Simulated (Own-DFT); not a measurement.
# What a defect does to the pressure of its cell: C11b WSi2

Calculated, not measured: single-point runs of Own-DFT, a retired in-house plane-wave DFT program that no person has reviewed, on unrelaxed cells, without spin or spin-orbit coupling.

Settings: PBEsol; PseudoDojo norm-conserving scalar-relativistic files, made for PBE; cutoff 50 hartree; 5 x 5 x 5 k mesh centred on Gamma; cold (Marzari-Vanderbilt) smearing of 0.2 eV.

Limits: forces on such cells failed a check on a denser k mesh; stress not checked against mesh or cutoff.

All runs share one cell, with vectors in Å (-2.148, -5.953, 3.409); (-6.444, 2.976, 1.136); (-2.553, -2.948, -6.757) and a volume of 403.2 Å³. Atoms were moved at random from their sites; u is the rms move along one axis. The defect's site can differ from row to row.

```
cell,formula,u (Å),P (GPa)
no defect,Si20W10,0.0188,0.23
no defect,Si20W10,0.0498,2.02
no defect,Si20W10,0.0523,1.66
one Si on a W site,Si21W9,0.0257,2.31
one Si on a W site,Si21W9,0.0326,2.54
one Si on a W site,Si21W9,0.0450,2.78
one W on a Si site,Si19W11,0.0301,5.52
one W on a Si site,Si19W11,0.0319,5.71
one W on a Si site,Si19W11,0.0455,6.22
one W on a Si site,Si19W11,0.0459,?
one Si vacancy,Si19W10,0.0317,-0.23
one Si vacancy,Si19W10,0.0457,0.47
one Si vacancy,Si19W10,0.0513,0.45
```

## Worked fit

P = P0 + c u² + a shift for each defect gives P0 = 0.24 GPa, c = 571 ± 84 GPa/Å² and a scatter of 0.22 GPa. The shifts, and each times the cell's volume:

- one W on a Si site: 4.82 ± 0.18 GPa, 12.1 eV
- one Si on a W site: 1.59 ± 0.18 GPa, 4.0 eV
- one Si vacancy: -1.10 ± 0.18 GPa, -2.8 eV

A positive shift means that the defect pushes the cell outwards. Shift times volume (160.2 GPa Å³ is 1 eV) depends little on the cell's size, so, taken for each site, it can be compared between cells at like pressure. The atoms around the defects weren't relaxed, which would change these numbers.

## Prediction

Question: what pressure belongs in the blank (one W on a Si site, u = 0.0459 Å)?

The fitted form gives 6.26 ± 0.26 GPa. The calculation gave 6.20 GPa.
